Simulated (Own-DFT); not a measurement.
# Misfit strain and the stress it brings: diamond-structure GeSn with randomly placed atoms, 64 atoms (Ge52Sn12)

No measurement is shown. These are fixed-geometry runs of a retired plane-wave code named Own-DFT, which no person has reviewed; spin and spin-orbit coupling are neglected.

All runs used: PBE; PseudoDojo norm-conserving scalar-relativistic files; cutoff 49 hartree; 3 x 3 x 3 k mesh centred on Gamma; Fermi-Dirac smearing of 0.1 eV.

Limits: forces on such cells moved up to 12 meV/angstrom on a denser k mesh; stress not checked against mesh or cutoff.

Unstrained cell vectors in Å: (11.628, 0.000, 0.000); (0.000, 11.628, 0.000); (0.000, 0.000, 11.628). The unstrained cell has measured lattice constants (interpolated for alloys), not those of this functional. That, the random moves and any unrelaxed bonds set the pressure at no strain. Each run strains x and y alike by e, as a substrate would, and holds the height along z. Random moves of width 0.05 Å per axis were added to every atom. The random placing of the alloy's atoms differs from row to row. Stress is positive in tension.

```
e (%),u (Å),(s_xx + s_yy)/2 (GPa),s_zz (GPa)
-2.75,0.049,-10.49,-8.85
-2.50,0.050,-10.43,-9.02
-0.25,0.045,-5.99,-5.72
0.25,0.055,-5.12,-5.43
0.75,0.048,-4.24,-4.61
1.50,0.055,?,?
1.75,0.047,-2.74,-3.68
2.50,0.051,-1.52,-2.90
2.75,0.051,-1.29,-2.74
3.00,0.053,-1.21,-2.80
```

## What the rows give

With e as a fraction, the in-plane stress is -5.5 + 170 e - 671 e² GPa (errors 3 and 171, scatter 0.17), and s_zz is -5.5 + 114 e - 579 e² GPa (slope ± 3, scatter 0.20). At e = 0 the first slope is C11 + C12 and the second 2 C12, both with the ions held to the strained lattice and at the cell's own pressure. The term in e² is negative: the layer stiffens under compression and softens under tension. A free layer would change its height as e changes, and the in-plane slope would drop by 2 C12²/C11 to the biaxial modulus. At fixed height, a misfit of 1 % moves the in-plane stress by about 1.7 GPa and s_zz by 1.1 GPa.

## Check

Q: what are the two stresses at e = 1.50 %?

From the fit: -3.1 and -3.9 GPa. DFT gave -3.20 and -3.92 GPa.
